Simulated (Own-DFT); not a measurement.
## Calculated data, SiC (3C silicon carbide, strained, atoms displaced), SiC (4H silicon carbide, strained, atoms displaced), SiC (4H silicon carbide, atoms displaced), GaP (zincblende, strained, atoms displaced)

A calculation, not a measurement: plane-wave PBE density functional theory by an unreviewed code, no spin, of a simulated periodic cell, stress positive in tension, free energy of the whole cell less one offset for each atom, forces on such cells passed a denser k mesh, this cell's mesh not checked; offsets are fitted by least squares, one for each functional and potential file, so energies compare only between cells with the same atoms and settings and are not formation energies; the far tail of each file's local potential was reset to the Coulomb form; each entry is a single point on an unrelaxed cell, so the pressure reflects the starting lattice, mostly measured values (interpolated for alloys), from which strain is counted, and rises with the displacements; printed positions are rounded, which can move forces by about a meV/angstrom; the program, named Own-DFT, is a retired in-house code; no spin-orbit coupling. Program: Own-DFT development build.

Settings shared by all entries: functional PBE; potential files PseudoDojo norm-conserving, scalar-relativistic, standard set; wave cutoff 42 hartree; occupations Fermi-Dirac; smearing width 0.1 eV.

(1) SiC (3C silicon carbide, strained, atoms displaced)

```xyz
96
Lattice="13.3203 0.2421 0.1868 0.1614 8.6676 -0.1609 0.1246 -0.1609 8.7620" Properties=species:S:1:pos:R:3 SiC
Si     0.1606    -0.1517     8.7393
Si     0.0913     2.1013     2.1230
Si     2.4561     8.6043     2.0610
Si     2.3901     2.1193     8.7290
C      1.1630     1.1181     1.0627
C      1.1449     3.2206     3.2495
C      3.3915     1.0710     3.3717
C      3.4846     3.2745     1.0406
Si    13.4976     8.7952     4.3928
Si     0.1815     1.9722     6.5227
Si     2.2898    -0.0051     6.6288
Si     2.3024     2.0972     4.4502
C      1.2867     0.9538     5.4901
C      1.2011     3.0790     7.6412
C      3.4538     1.0052     7.6919
C      3.4872     3.1860     5.5110
Si    13.3322     4.5315     0.1183
Si    13.4175     6.7073     2.2224
Si     2.2874     4.3328     2.2114
Si     2.4356     6.3882     8.5999
C      1.2116     5.4166     0.9739
C      1.3611     7.5171     3.1596
C      3.5438     5.3851     3.2833
C      3.5265     7.6669     1.0627
Si    13.4000     4.6404     4.4682
Si     0.2361     6.3818     6.4134
Si     2.4089     4.1949     6.5840
Si     2.4954     6.4616     4.4234
C      1.3141     5.3104     5.3855
C      1.3305     7.4640     7.5649
C      3.4837     5.3437     7.6507
C      3.3910     7.6117     5.3675
Si     4.6971     8.4911     8.5970
Si     4.5079     2.2402     2.1546
Si     6.9295     8.7304     2.1518
Si     6.9097     2.1997     8.7184
C      5.5532     1.2376     1.1291
C      5.6620     3.2439     3.4130
C      7.8482     1.1081     3.3930
C      7.8928     3.3017     1.0760
Si     4.4849     0.0390     4.4133
Si     4.5973     2.1488     6.5840
Si     6.9493     8.5984     6.5237
Si     6.7718     2.1949     4.4433
C      5.7308     1.0867     5.4655
C      5.7457     3.3235     7.7253
C      7.8521     1.0939     7.7593
C      7.8529     3.3315     5.5131
Si     4.5027     4.4349     0.0237
Si     4.6429     6.5049     2.1270
Si     6.8265     4.4269     2.1688
Si     6.7062     6.6887    -0.0128
C      5.6681     5.4745     0.9900
C      5.7496     7.6083     3.2822
C      7.8559     5.4810     3.2700
C      7.9131     7.6557     1.0203
Si     4.5399     4.2540     4.3093
Si     4.6039     6.3444     6.4956
Si     6.7767     4.3764     6.5976
Si     6.9003     6.6530     4.3754
C      5.6850     5.4017     5.5644
C      5.7613     7.5075     7.6460
C      7.9823     5.4597     7.6538
C      7.9577     7.6281     5.5296
Si     9.2169     8.6348     8.7155
Si     8.9017     2.3690     2.2401
Si    11.2802     8.7680     2.1585
Si    11.2827     2.1980     8.8722
C     10.1118     1.2126     1.1966
C     10.0366     3.3408     3.3236
C     12.2462     1.2619     3.4385
C     12.2985     3.5017     1.2234
Si     9.0409     0.0894     4.5778
Si     9.0700     2.2474     6.7488
Si    11.3770     8.7232     6.6732
Si    11.2008     2.3332     4.4647
C     10.0372     1.1499     5.5874
C     10.2173     3.2678     7.7605
C     12.2830     1.1455     7.8216
C     12.3091     3.3072     5.6807
Si     9.1990     4.3465     8.7797
Si     9.0331     6.5783     2.1940
Si    11.1939     4.5730     2.2575
Si    11.3773     6.6075     8.7837
C     10.1779     5.6102     1.1734
C     10.1976     7.7108     3.2963
C     12.3661     5.5579     3.4148
C     12.3835     7.8069     1.1248
Si     9.0787     4.4160     4.4406
Si     9.1246     6.6899     6.5883
Si    11.2311     4.3714     6.6353
Si    11.3401     6.6199     4.3805
C     10.1604     5.5176     5.4474
C     10.2745     7.6122     7.7090
C     12.3808     5.4875     7.7796
C     12.4860     7.6248     5.4633
```

Settings of this run: hardware one NVIDIA H200 and k mesh 3 x 4 x 4 centred on Gamma.

The calculation gives: free energy of cell above offsets -5.957 eV; pressure 2.52 GPa; stress xx 0.74 GPa; stress yy -5.49 GPa; stress zz -2.81 GPa; stress yz -10.64 GPa; stress xz 7.23 GPa; stress xy 10.9 GPa; wall time 532.6 s.

Force:
| element | x (eV/Å) | y (eV/Å) | z (eV/Å) |
| --- | --- | --- | --- |
| Si | -1.184 | 0.959 | 1.407 |
| Si | -1.057 | 0.978 | 1.105 |
| Si | -1.651 | 2.336 | 1.576 |
| Si | 0.07 | -1.154 | 0.903 |
| C | 0.844 | -1.13 | -0.321 |
| C | 0.86 | -0.328 | 0.574 |
| C | -0.217 | 0.718 | -1.9 |
| C | -2.273 | 1.181 | 0.83 |
| Si | 1.432 | 0.519 | -0.295 |
| Si | -1.606 | 0.765 | 0.302 |
| Si | 0.207 | -1.091 | 1.085 |
| Si | 0.069 | 0.927 | -1.133 |
| C | -2.469 | 0.55 | -0.765 |
| C | 1.362 | 0.368 | -0.669 |
| C | 0.447 | -0.003 | -0.458 |
| C | -0.44 | -0.148 | -0.814 |
| Si | 0.709 | 1.495 | 0.048 |
| Si | 1.81 | 0.001 | 0.877 |
| Si | 0.657 | 0.212 | -1.103 |
| Si | -0.691 | 0.73 | 2.916 |
| C | 0.033 | -0.469 | 0.134 |
| C | -1.158 | -0.511 | -0.1 |
| C | -0.992 | 0.439 | -0.967 |
| C | 0.764 | -2.538 | -2.416 |
| Si | 2.022 | -3.815 | 2.034 |
| Si | -0.303 | -0.642 | 1.384 |
| Si | -1.382 | 0.718 | -0.378 |
| Si | -2.443 | -1.012 | -2.984 |
| C | 0.473 | -0.131 | 0.521 |
| C | 0.836 | -0.113 | -1.648 |
| C | 1.191 | -1.451 | -1.057 |
| C | 4.399 | -0.382 | 1.274 |
| Si | -0.669 | 3.584 | 2.577 |
| Si | 0.062 | -0.677 | 2.228 |
| Si | -1.988 | 0.973 | -0.54 |
| Si | -3.375 | -0.233 | 2.305 |
| C | 1.996 | -2.048 | -1.136 |
| C | 0.828 | -0.019 | -3.445 |
| C | 1.276 | 0.822 | -0.207 |
| C | 0.177 | 2.463 | 0.143 |
| Si | 0.119 | -0.242 | 1.273 |
| Si | 0.899 | -0.607 | 0.639 |
| Si | -2.827 | 2.949 | 1.265 |
| Si | 0.751 | 0.112 | 0.116 |
| C | -1.471 | -0.992 | 1.993 |
| C | -0.14 | -1.954 | -1.213 |
| C | 2.687 | -1.745 | -1.113 |
| C | 1.746 | -0.493 | 0.489 |
| Si | -0.248 | 0.204 | -0.595 |
| Si | -0.54 | 0.53 | 0.952 |
| Si | -1.623 | -0.807 | 0.221 |
| Si | 1.555 | -1.906 | -0.515 |
| C | 0.571 | 0.39 | 1.648 |
| C | 0.288 | 0.043 | -1.39 |
| C | 1.918 | 0.692 | 0.56 |
| C | 1.151 | 0.522 | 0.609 |
| Si | 0.607 | 1.416 | 2.726 |
| Si | -1.421 | 3.216 | 1.472 |
| Si | 1.378 | 0.237 | 0.249 |
| Si | -1.619 | -2.441 | 0.441 |
| C | 1.231 | -0.628 | -3.826 |
| C | 0.812 | -0.683 | -2.667 |
| C | 0.869 | 0.108 | 0.452 |
| C | 2.936 | -0.46 | -2.478 |
| Si | -1.88 | 1.701 | 1.505 |
| Si | 1.085 | -3.233 | 0.622 |
| Si | -0.183 | 2.019 | 1.254 |
| Si | -0.048 | 0.653 | 1.484 |
| C | -1.675 | 0.572 | 0.061 |
| C | 1.632 | 1.133 | 0.094 |
| C | 0.855 | -1.062 | -0.734 |
| C | -0.664 | -1.505 | -0.035 |
| Si | -2.759 | -0.024 | -1.301 |
| Si | -2.176 | -0.652 | -2.006 |
| Si | -0.345 | 0.029 | -2.712 |
| Si | -0.73 | -0.646 | 0.924 |
| C | 2.417 | 0.861 | 1.657 |
| C | 0.031 | 0.025 | -0.107 |
| C | 2.557 | -0.392 | -0.321 |
| C | 1.137 | 0.527 | -2.202 |
| Si | -2.275 | 1.199 | 0.68 |
| Si | -0.976 | 1.071 | 0.549 |
| Si | 0.539 | -1.821 | 1.043 |
| Si | -0.028 | -1.148 | 1.177 |
| C | -0.445 | 0.115 | -1.543 |
| C | 0.199 | -1.073 | -0.445 |
| C | -0.815 | 1.021 | -3.332 |
| C | 0.389 | -0.533 | -0.798 |
| Si | -2.643 | 0.172 | -0.003 |
| Si | -0.582 | -3.638 | 0.027 |
| Si | 0.344 | 1.724 | 0.599 |
| Si | -1.981 | 0.682 | 1.291 |
| C | 0.815 | 0.526 | 1.247 |
| C | 0.413 | 0.118 | -1.298 |
| C | 0.649 | -0.2 | -1.669 |
| C | -1.113 | 1.474 | 1.094 |

(2) SiC (4H silicon carbide, strained, atoms displaced)

```xyz
72
Lattice="9.1775 -0.0507 0.0775 -4.6327 8.1449 -0.0544 0.0844 -0.0197 10.1260" Properties=species:S:1:pos:R:3 SiC
Si    -4.5887     8.1305     4.0665
Si     0.0250     1.8013     1.6287
C     -4.5598     8.0854     0.8168
C     -0.0508     1.8249     3.5292
Si     7.6167     2.6187     4.1994
Si    -1.5222     4.5156     1.5633
C     -1.4853     2.6408     0.9254
C     -1.6019     4.4874     3.4590
Si     6.1169     5.3040     4.1186
Si    -3.0245     7.2238     1.5270
C     -2.9545     5.4212     0.8912
C     -3.1057     7.2822     3.4936
Si     3.0781     0.0022     4.1401
Si     2.9871     1.6912     1.5523
C     -1.5424     8.0798     0.9430
C      3.1496     1.7920     3.4847
Si     1.5277     2.6991     4.0665
Si     1.5523     4.4889     1.5786
C      1.5072     2.7597     0.9620
C      1.5558     4.4752     3.4578
Si     0.0245     5.3722     4.1002
Si    -0.0290     7.2595     1.6368
C     -0.0418     5.4069     1.0756
C     -0.0386     7.1899     3.4728
Si     1.5033     8.0333     4.1876
Si     6.0230     1.7074     1.7148
C      6.0815    -0.0354     1.0002
C      6.1285     1.6755     3.5188
Si     4.6183     2.5499     4.1623
Si     4.5992     4.4785     1.5850
C      4.5490     2.6791     0.9050
C      4.5014     4.4008     3.5209
Si     3.0991     5.3405     4.1647
Si     3.0624     7.1514     1.6020
C      3.0851     5.3941     0.9706
C      2.9869     7.1299     3.4357
Si    -4.4450     8.1179     9.1006
Si     4.6533     6.2708     6.6597
C      9.1850    -0.0264     6.1038
C      4.5725     6.2713     8.5690
Si     6.1533     5.3811     9.2078
Si     6.1824     3.4664     6.6618
C     -2.9841     5.4304     6.0102
C      6.2093     3.4934     8.6284
Si    -1.4682     2.7075     9.1242
Si     7.6641     0.8466     6.7022
C      7.6006     2.5284     6.0388
C      7.6633     0.7451     8.5747
Si     1.5188     8.0442     9.1937
Si     1.5829     6.2765     6.6863
C      1.4801     8.0898     5.9629
C      1.6064     6.2415     8.4562
Si     3.0641     5.4221     9.1409
Si     3.0696     3.5808     6.6461
C      3.0944     5.3325     6.0443
C      3.1235     3.7122     8.5856
Si     4.6262     2.7450     9.2132
Si     4.6507     0.9371     6.7046
C      4.5233     2.6545     6.0740
C      4.6391     0.8823     8.6324
Si    -1.5472     8.0516     9.1291
Si    -1.5020     6.3311     6.7182
C     -1.5362     8.0736     5.9773
C     -1.5008     6.3868     8.5273
Si     0.0293     5.4051     9.1125
Si     0.0176     3.5380     6.5670
C      0.0831     5.3680     6.0540
C      0.0136     3.6982     8.5015
Si     1.6069     2.6705     9.2199
Si     1.5023     0.9153     6.7799
C      1.5607     2.7141     6.1312
C      1.5995     0.9106     8.4659
```

Here we set hardware one NVIDIA H100 and k mesh 4 x 4 x 3 centred on Gamma.

The calculation gives: free energy of cell above offsets -7.030 eV; pressure 2.26 GPa; stress xx -6 GPa; stress yy 2.48 GPa; stress zz -3.25 GPa; stress yz -0.91 GPa; stress xz 2.85 GPa; stress xy -1.28 GPa; wall time 346.5 s.

Force:
| element | x (eV/Å) | y (eV/Å) | z (eV/Å) |
| --- | --- | --- | --- |
| Si | -1.646 | 0.347 | 0.271 |
| Si | -0.894 | -0.529 | -1.047 |
| C | -0.02 | 0.927 | 1.733 |
| C | 1.45 | -1.018 | -0.618 |
| Si | -0.499 | 0.567 | -1.222 |
| Si | -0.043 | -2.078 | 0.176 |
| C | -1.357 | 0.783 | 0.415 |
| C | 1.718 | -0.836 | 0.32 |
| Si | -1.312 | 1.604 | 1.282 |
| Si | -1.423 | -0.787 | 1.004 |
| C | -2.203 | 0.244 | 0.199 |
| C | 0.909 | -1.676 | -1.515 |
| Si | 0.096 | -0.61 | 0.788 |
| Si | 1.542 | 2.241 | 0.545 |
| C | -0.368 | 0.725 | -1.209 |
| C | -2.71 | -1.32 | -0.538 |
| Si | 0.768 | -0.243 | 1.406 |
| Si | -0.321 | 1.192 | 0.293 |
| C | 0.285 | -2.061 | 0 |
| C | -0.324 | -0.169 | 0.78 |
| Si | -0.821 | 0.405 | 0.347 |
| Si | 0.392 | -1.75 | -0.712 |
| C | 1.662 | 0.949 | -2.511 |
| C | 0.011 | 0.008 | 0.971 |
| Si | -0.201 | 0.061 | -2.519 |
| Si | 1.581 | 0.999 | -3.064 |
| C | 1.063 | -0.702 | 0.264 |
| C | -0.097 | 0.105 | 1.678 |
| Si | 0.171 | 2.145 | 0.179 |
| Si | 0.09 | -0.538 | 0.265 |
| C | -0.069 | -0.269 | 2.188 |
| C | 2.59 | -0.236 | -0.313 |
| Si | -1.281 | 0.658 | -0.499 |
| Si | -0.593 | 0.757 | -1.09 |
| C | -0.653 | 0.13 | -1.009 |
| C | 1.379 | 0.422 | 2.083 |
| Si | -3.213 | -0.238 | -0.379 |
| Si | -0.7 | 0.101 | 0.081 |
| C | 0.494 | -0.826 | -0.137 |
| C | 2.125 | 0.488 | -0.251 |
| Si | -0.086 | -1.014 | -0.146 |
| Si | -1.639 | 2.095 | 1.185 |
| C | -0.399 | -1.382 | -0.596 |
| C | -0.792 | 1.869 | -1.355 |
| Si | 0.606 | -1.611 | 1.219 |
| Si | -0.479 | -1.95 | 0.456 |
| C | 1.523 | 1.723 | 0.069 |
| C | 1.532 | 1.57 | 0.625 |
| Si | 0.186 | 0.68 | -0.339 |
| Si | -0.222 | 0.164 | -2.433 |
| C | 0.835 | -0.161 | 2.258 |
| C | -1.739 | 1.474 | 2.849 |
| Si | 0.816 | -0.049 | 1.826 |
| Si | -0.042 | 0.761 | 1.487 |
| C | 0.372 | 1.184 | -0.465 |
| C | -0.335 | -2.82 | -0.652 |
| Si | 0.173 | -1.308 | -0.495 |
| Si | -1.396 | -2.257 | 0.333 |
| C | 2.135 | 0.108 | -0.883 |
| C | -0.379 | -0.063 | -0.637 |
| Si | 1.382 | 2.701 | 0.593 |
| Si | 0.729 | -0.125 | -2.934 |
| C | -0.217 | 1.412 | 0.998 |
| C | -0.078 | -2.068 | 0.573 |
| Si | 0.252 | 0.58 | 1.684 |
| Si | -0.623 | 1.461 | 1.417 |
| C | -1.381 | 0.006 | -1.034 |
| C | 0.415 | -2.649 | 0.009 |
| Si | -0.534 | 1.731 | -1.178 |
| Si | 1.411 | -0.573 | -5.964 |
| C | -0.313 | -1.507 | -2.345 |
| C | 0.709 | 0.045 | 5.243 |

(3) SiC (4H silicon carbide, atoms displaced)

```xyz
32
Lattice="6.1654 0.0000 0.0000 -3.0827 5.3394 0.0000 0.0000 0.0000 10.0681" Properties=species:S:1:pos:R:3 SiC
Si     0.2217     0.0581     4.0474
Si    -0.0071     1.6652     1.5172
C     -3.0512     5.3226     0.8927
C     -0.0493     1.5517     3.4486
Si     4.6319     2.5901     4.0675
Si    -1.5328     4.6608     1.4749
C     -1.4257     2.5517     1.1026
C     -1.5338     4.5442     3.4832
Si     0.0194     5.2194     4.0976
Si     3.0963     1.6292     1.4465
C      0.0841     5.1978     0.8646
C      3.2538     1.6106     3.4092
Si     1.4413     2.6783     3.9275
Si     1.4459     4.3851     1.4530
C      1.3994     2.4935     0.8122
C      1.6511     4.3320     3.4212
Si     2.9406     5.1401     9.1102
Si     3.1642     3.3378     6.6246
C      0.0828     0.0425     6.0117
C      3.1365     3.5701     8.4412
Si     4.5201     2.7213     9.1550
Si     4.6253     0.8862     6.6277
C      4.3567     2.5058     5.9336
C      4.5574     0.9479     8.4557
Si     3.1392     0.1932     9.1428
Si    -0.0355     3.7103     6.3480
C     -0.1115     5.2813     6.0044
C     -0.0219     3.4866     8.3671
Si     1.7231     2.7106     9.0929
Si     1.5050     0.8750     6.5238
C      1.4465     2.6189     5.9788
C      1.4804     0.7033     8.4500
```

It was run with hardware one NVIDIA H100 and k mesh 5 x 5 x 3 centred on Gamma.

It finds free energy of cell above offsets 6.935 eV; pressure 11.74 GPa; stress xx -11.99 GPa; stress yy -17.32 GPa; stress zz -5.91 GPa; stress yz 1.71 GPa; stress xz 1.65 GPa; stress xy 4.34 GPa; wall time 121 s.

Force:
| element | x (eV/Å) | y (eV/Å) | z (eV/Å) |
| --- | --- | --- | --- |
| Si | -5.007 | -4.738 | 4.648 |
| Si | 0.173 | -0.156 | 1.388 |
| C | -2.8 | -1.876 | -1.084 |
| C | 0.451 | 7.763 | -2.608 |
| Si | -0.959 | 0.13 | -0.617 |
| Si | 0.898 | -5.196 | 2.432 |
| C | -4.611 | 3.35 | -3.475 |
| C | 3.174 | -4.019 | -2.623 |
| Si | 2.023 | 1.831 | -0.465 |
| Si | 0.7 | 1.943 | 2.875 |
| C | -2.753 | 3.126 | -0.794 |
| C | -3.32 | 0.817 | -1.024 |
| Si | 2.743 | -3.625 | 2.397 |
| Si | 4.432 | -2.768 | 3.062 |
| C | 4.028 | 2.132 | 1.365 |
| C | -1.18 | 2.414 | -1.042 |
| Si | 2.002 | 6.365 | -0.475 |
| Si | -6.631 | 6.003 | -0.214 |
| C | -3.366 | -2.883 | -1.586 |
| C | -0.689 | -2.034 | -0.061 |
| Si | 5.722 | -0.884 | 0.615 |
| Si | 0.356 | -2.209 | -0.919 |
| C | 7.274 | -0.645 | -3.395 |
| C | 1.812 | -0.03 | 0.827 |
| Si | -3.321 | -4.926 | -2.723 |
| Si | -0.062 | -8.634 | 5.949 |
| C | 2.126 | 5.91 | -3.158 |
| C | 0.945 | 1.369 | 0.979 |
| Si | -6.513 | -3.171 | -1.918 |
| Si | 0.553 | 0.851 | 2.932 |
| C | 0.97 | 1.472 | -1.879 |
| C | 0.827 | 2.316 | 0.589 |

(4) GaP (zincblende, strained, atoms displaced)

```xyz
64
Lattice="10.8620 0.0000 0.0000 0.0000 10.8620 0.0000 0.0000 0.0000 10.9439" Properties=species:S:1:pos:R:3 GaP
Ga     0.0038    10.8439     0.0371
Ga     0.0012     2.6388     2.7116
Ga     2.7544    10.8495     2.7316
Ga     2.7152     2.7999    10.9191
P      1.3810     1.3912     1.3229
P      1.3484     4.0598     4.1372
P      4.0325     1.3858     4.1393
P      4.0316     4.1062     1.3443
Ga    10.8605     0.0259     5.4528
Ga     0.0555     2.7123     8.1644
Ga     2.7345     0.0169     8.2083
Ga     2.6961     2.6771     5.5394
P      1.3503     1.3111     6.8509
P      1.3500     4.0749     9.5994
P      4.0784     1.3965     9.5725
P      4.1089     4.0864     6.8160
Ga     0.0225     5.3538    10.9152
Ga     0.0196     8.1417     2.7348
Ga     2.7005     5.4635     2.7316
Ga     2.7528     8.0464     0.0257
P      1.3942     6.8022     1.3821
P      1.3649     9.5450     4.1150
P      4.0956     6.8065     4.0760
P      4.1454     9.4911     1.3653
Ga    10.8482     5.4536     5.4551
Ga     0.0181     8.1637     8.2258
Ga     2.7036     5.4410     8.2293
Ga     2.6692     8.1450     5.5023
P      1.3329     6.7649     6.8786
P      1.2961     9.5585     9.5558
P      4.0795     6.8330     9.6252
P      4.0497     9.4792     6.8601
Ga     5.4517     0.0085    10.8947
Ga     5.4118     2.6913     2.7132
Ga     8.1472    10.8569     2.7692
Ga     8.1276     2.7335     0.0193
P      6.8120     1.3727     1.3881
P      6.7527     4.1151     4.1584
P      9.5198     1.3912     4.1052
P      9.5001     4.0285     1.3131
Ga     5.4211     0.0225     5.4959
Ga     5.4671     2.7117     8.1742
Ga     8.1822    10.8533     8.2342
Ga     8.1523     2.7051     5.4841
P      6.7867     1.3403     6.8331
P      6.7571     4.0893     9.5647
P      9.5625     1.3534     9.5372
P      9.4807     4.1007     6.8147
Ga     5.4401     5.4758    10.9047
Ga     5.4406     8.1270     2.7219
Ga     8.1010     5.5026     2.7237
Ga     8.1590     8.1174    10.9162
P      6.7707     6.7726     1.3493
P      6.7571     9.5348     4.1270
P      9.4949     6.7891     4.0877
P      9.4475     9.5233     1.3769
Ga     5.4184     5.4525     5.4969
Ga     5.4479     8.2068     8.2660
Ga     8.1515     5.4630     8.2547
Ga     8.1783     8.1332     5.4487
P      6.7605     6.7862     6.8155
P      6.7482     9.5622     9.5626
P      9.5187     6.7700     9.5749
P      9.5285     9.4840     6.8747
```

Here we set hardware one NVIDIA H100 and k mesh 3 x 3 x 3 centred on Gamma.

Results for GaP (zincblende, strained, atoms displaced): free energy of cell above offsets -35.092 eV; pressure 3.13 GPa; stress xx -3.34 GPa; stress yy -3.25 GPa; stress zz -2.78 GPa; stress yz -0.37 GPa; stress xz 0.25 GPa; stress xy 0.04 GPa; wall time 518.7 s.

Force:
| element | x (eV/Å) | y (eV/Å) | z (eV/Å) |
| --- | --- | --- | --- |
| Ga | -0.254 | 0.313 | -0.091 |
| Ga | 0.198 | 0.862 | -0.002 |
| Ga | -0.059 | 0.201 | -0.234 |
| Ga | 0.202 | -0.646 | 0.138 |
| P | 0.289 | -0.527 | 0.244 |
| P | 0.038 | -0.036 | -0.379 |
| P | 0.372 | -0.26 | -0.274 |
| P | 0.634 | 0.097 | 0.224 |
| Ga | -0.267 | -0.299 | 0.215 |
| Ga | -0.547 | 0.298 | 0.04 |
| Ga | -0.046 | -0.198 | 0.25 |
| Ga | -0.026 | 0.531 | -0.258 |
| P | 0.177 | 0.232 | -0.06 |
| P | 0.241 | -0.085 | -0.959 |
| P | -0.057 | 0.03 | -0.049 |
| P | -0.624 | -0.137 | 0.557 |
| Ga | -0.337 | 0.82 | 0.643 |
| Ga | -0.207 | 0.371 | -0.017 |
| Ga | 0.121 | -0.468 | 0.476 |
| Ga | -0.526 | 1.662 | -0.001 |
| P | -0.884 | -0.433 | -0.228 |
| P | -0.088 | -0.367 | -0.201 |
| P | -0.462 | -0.025 | 0.502 |
| P | -0.596 | 0.141 | -0.289 |
| Ga | 0.004 | -0.282 | 0.066 |
| Ga | -0.128 | -0.198 | 0.027 |
| Ga | 0.471 | -0.153 | -0.009 |
| Ga | 0.279 | -0.174 | -0.257 |
| P | 0.057 | 0.195 | -0.281 |
| P | 1.098 | -0.712 | 0.58 |
| P | 0.211 | -0.513 | -1.067 |
| P | 0.18 | 0.249 | -0.079 |
| Ga | -0.313 | 0.505 | 0.728 |
| Ga | -0.096 | 0.557 | 0.337 |
| Ga | -0.172 | 0.198 | 0.121 |
| Ga | 0.07 | -0.364 | -0.774 |
| P | -0.229 | -0.32 | -0.218 |
| P | 0.331 | -0.46 | -0.749 |
| P | -0.338 | -0.427 | 0.076 |
| P | 0.056 | 0.613 | 0.995 |
| Ga | -0.402 | -0.191 | -0.078 |
| Ga | -0.26 | 0.126 | 0.105 |
| Ga | -0.085 | 0.179 | -0.298 |
| Ga | -0.26 | 0.302 | -0.135 |
| P | 0.457 | -0.056 | 0.182 |
| P | 0.335 | -0.127 | 0.098 |
| P | -0.466 | 0.318 | 0.553 |
| P | 0.268 | -0.133 | 0.488 |
| Ga | -0.275 | -0.588 | 0.343 |
| Ga | 0.255 | 0.299 | 0.209 |
| Ga | 0.357 | -1.064 | 0.08 |
| Ga | -0.325 | 0.352 | 0.084 |
| P | 0.143 | 0.469 | -0.178 |
| P | 0.283 | -0.402 | -0.093 |
| P | 0.269 | 0.125 | -0.188 |
| P | 0.495 | -0.404 | -0.016 |
| Ga | -0.176 | 0.15 | -0.358 |
| Ga | -0.245 | -0.555 | -0.705 |
| Ga | -0.31 | -0.268 | -0.628 |
| Ga | -0.387 | 0.361 | 0.319 |
| P | 0.373 | 0.476 | 0.693 |
| P | 1.071 | -0.513 | 0.208 |
| P | 0.331 | 0.209 | 0.181 |
| P | -0.223 | 0.144 | -0.607 |
